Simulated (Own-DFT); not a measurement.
# What a defect does to the pressure of its cell: L1_0 TiAl

Everything here is calculated. The program is Own-DFT (plane waves, in-house, since retired, never reviewed by a person); positions were held fixed, and spin and spin-orbit coupling were off.

All runs used: PBE; PseudoDojo norm-conserving scalar-relativistic files; cutoff 42 hartree; 4 x 4 x 4 k mesh centred on Gamma; cold (Marzari-Vanderbilt) smearing of 0.2 eV.

Keep in mind: forces on such cells failed a check on a denser k mesh; stress not checked against mesh or cutoff.

All runs share one cell, with vectors in Å (5.622, 5.622, 0.000); (-5.622, 5.622, 0.000); (0.000, 0.000, 8.133) and a volume of 514.0 Å³. The atoms are randomly displaced, by u rms on each axis. The defect's site can differ from row to row.

| cell | formula | u (Å) | P (GPa) |
|---|---|---|---|
| no defect | Al16Ti16 | 0.0194 | 1.17 |
| no defect | Al16Ti16 | 0.0454 | 1.60 |
| no defect | Al16Ti16 | 0.0487 | 1.78 |
| two Al vacancies | Al14Ti16 | 0.0310 | -0.62 |
| two Al vacancies | Al14Ti16 | 0.0318 | ? |
| two Al vacancies | Al14Ti16 | 0.0498 | -0.41 |
| two Al vacancies | Al14Ti16 | 0.0532 | -0.24 |
| one Ti vacancy | Al16Ti15 | 0.0295 | 0.52 |
| one Ti vacancy | Al16Ti15 | 0.0313 | 0.53 |
| one Ti vacancy | Al16Ti15 | 0.0323 | 0.58 |

## Worked fit

P = P0 + c u² + a shift for each defect gives P0 = 1.13 GPa, c = 241 ± 32 GPa/Å² and a scatter of 0.07 GPa. The shifts, and each times the cell's volume:

- one Ti vacancy: -0.82 ± 0.06 GPa, -2.6 eV
- two Al vacancies: -2.06 ± 0.06 GPa, -6.6 eV (-3.3 eV for each of its 2 sites)

Against the defect-free cell, a freed cell would be larger where the shift is positive and smaller where it is negative (160.2 GPa Å³ is 1 eV). The atoms around the defects weren't relaxed, which would change these numbers.

## Prediction

Question: what pressure belongs in the blank (two Al vacancies, u = 0.0318 Å)?

The fit gives -0.68 ± 0.09 GPa. The hidden result is -0.48 GPa.
